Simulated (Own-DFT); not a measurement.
# Response to strain: diamond silicon, 64 atoms (Si64)

Calculated results; nothing here was measured. They come from Own-DFT, an in-house plane-wave density functional program, since retired, whose code no person has reviewed. Each row is one single-point run on a periodic cell that was not relaxed, without spin or spin-orbit coupling.

Settings of every run: PBE; PseudoDojo norm-conserving scalar-relativistic files; cutoff 20 hartree; 3 x 3 x 3 k mesh centred on Gamma; Fermi-Dirac smearing of 0.1 eV.

Known limits: k mesh not checked against a denser one; stress not checked against mesh or cutoff.

Unstrained cell vectors in Å: (10.862, 0.000, 0.000); (0.000, 10.862, 0.000); (0.000, 0.000, 10.862). The unstrained cell has measured lattice constants (interpolated for alloys), not those of this functional. That, the random moves and any unrelaxed bonds set the pressure at no strain. Each run strains this cell uniformly, with the atoms carried along. Every atom was also moved at random, by a Gaussian of width 0.05 Å on each axis. Strain is the symmetric tensor, in per cent. Stress is positive in tension, and the pressure is minus a third of its trace.

| run | e_xx (%) | e_yy (%) | e_zz (%) | e_yz (%) | e_xz (%) | e_xy (%) | s_xx (GPa) | s_yy (GPa) | s_zz (GPa) | s_yz (GPa) | s_xz (GPa) | s_xy (GPa) | P (GPa) | E (meV/atom) |
|---|---|---|---|---|---|---|---|---|---|---|---|---|---|---|
| 1 | -0.38 | -0.66 | -0.90 | 1.42 | -1.93 | 0.62 | -4.31 | -4.75 | -4.97 | 2.40 | -4.08 | 0.57 | 4.68 | 23.1 |
| 2 | 0.56 | 0.36 | -0.34 | -1.32 | -1.60 | -0.90 | -1.60 | -1.96 | -2.68 | -2.42 | -3.19 | -2.36 | 2.08 | 2.5 |
| 3 | -1.43 | -1.09 | 1.67 | -1.02 | -0.38 | 1.89 | -4.51 | -4.37 | -1.61 | -2.65 | -0.30 | 3.68 | 3.50 | 14.3 |
| 4 | 0.16 | 1.42 | 0.65 | -0.24 | -0.19 | 0.39 | -1.10 | 0.11 | -0.58 | -1.04 | -0.17 | 1.34 | 0.52 | 0.0 |
| 5 | -0.76 | 1.08 | -0.61 | 0.70 | 0.20 | 1.40 | -3.63 | -1.69 | -3.48 | 1.27 | 1.55 | 2.82 | 2.93 | 9.4 |
| 6 | 0.34 | -1.13 | 0.20 | -1.56 | 0.83 | -1.00 | -3.01 | -4.46 | -3.04 | -2.89 | 2.30 | -3.09 | 3.50 | 27.2 |
| 7 | 0.76 | -1.60 | 1.35 | -1.63 | -1.79 | 1.91 | -2.04 | -4.07 | -1.43 | -3.13 | -3.91 | 3.77 | 2.51 | 27.2 |
| 8 | -0.90 | -1.58 | -2.00 | -0.16 | 0.32 | 1.48 | -6.90 | -7.77 | -7.88 | -0.19 | 0.70 | 4.39 | 7.52 | 38.4 |
| 9 | -1.42 | 0.80 | 1.06 | 0.20 | 0.90 | 0.49 | -3.54 | -1.65 | -1.44 | -0.19 | 2.12 | 1.63 | 2.21 | 6.0 |
| 10 | 0.97 | 0.29 | -1.21 | -1.05 | 0.85 | 1.80 | -1.92 | -2.52 | -3.79 | -2.42 | 1.45 | 4.12 | 2.75 | 18.0 |
| 11 | -1.30 | -1.35 | -1.11 | 1.14 | -1.55 | 0.84 | -6.76 | -6.77 | -6.75 | 2.66 | -3.71 | 2.74 | 6.76 | 35.0 |
| 12 | -0.12 | 0.00 | -1.55 | 0.44 | 1.88 | -0.61 | -4.28 | -4.14 | -5.50 | 2.22 | 4.55 | -2.17 | 4.64 | 33.0 |
| 13 | -1.60 | -0.98 | -1.01 | 1.73 | -0.73 | -1.73 | -7.10 | -6.47 | -6.31 | 2.84 | -2.26 | -4.08 | 6.63 | 45.6 |
| 14 | 0.29 | -1.29 | 1.10 | 0.84 | -0.66 | -1.60 | -2.34 | -3.63 | -1.64 | 1.86 | -1.63 | -3.20 | 2.54 | 9.1 |
| 15 | -1.94 | -0.63 | -0.90 | 0.73 | -0.55 | 1.18 | -6.84 | -5.60 | -5.91 | 1.39 | -1.70 | 1.63 | 6.12 | 18.8 |
| 16 | -0.51 | -1.08 | -1.14 | 1.97 | 0.16 | 0.43 | -5.17 | -5.75 | -5.75 | 4.40 | 0.83 | 1.16 | 5.55 | 28.4 |
| 17 | -1.75 | 0.15 | 0.98 | -1.71 | 0.51 | 0.66 | -4.58 | -3.13 | -2.39 | -3.75 | 0.81 | 2.29 | 3.37 | 19.8 |
| 18 | 0.88 | 0.48 | 0.51 | -1.64 | 1.63 | -1.14 | ? | ? | ? | ? | ? | ? | ? | ? |

E is the free energy for each atom above the lowest run shown.

## Worked fit

Each stress component was fitted by least squares to a constant and the strains of the runs shown, as fractions, with shears doubled. Shear strains stay in the fit of a normal stress only where such slopes are resolved. The slopes, in GPa:

| stress | at no strain | per e_xx | per e_yy | per e_zz | scatter |
|---|---|---|---|---|---|
| s_xx | -2.8 | 156 ± 5 | 78 ± 5 | 75 ± 4 | 0.18 |
| s_yy | -2.8 | 69 ± 5 | 171 ± 4 | 75 ± 4 | 0.17 |
| s_zz | -2.8 | 68 ± 3 | 75 ± 3 | 165 ± 3 | 0.13 |

Each shear stress against twice its own strain: yz 100 ± 7, xz 115 ± 7, xy 114 ± 9 GPa. These are stiffnesses along x, y and z of the frame in which the cell vectors are given, which need not be the crystal's axes. The atoms are held to the strained lattice; where symmetry lets them move under strain, relaxing them would lower some slopes. The table should be nearly symmetric about its diagonal, and what it lacks of that shows the noise. A ninth of its sum, 104 ± 2 GPa, estimates the bulk modulus near the mean pressure of these runs, 4.0 GPa, so it lies above the value at zero pressure.

## Withheld run

Question: what normal stresses and pressure should run 18 give?

The fit gives s_xx = -0.6, s_yy = -1.0, s_zz = -1.0 and P = 0.9 GPa. The calculation gave -0.79, -1.12, -1.19 and P = 1.03 GPa.
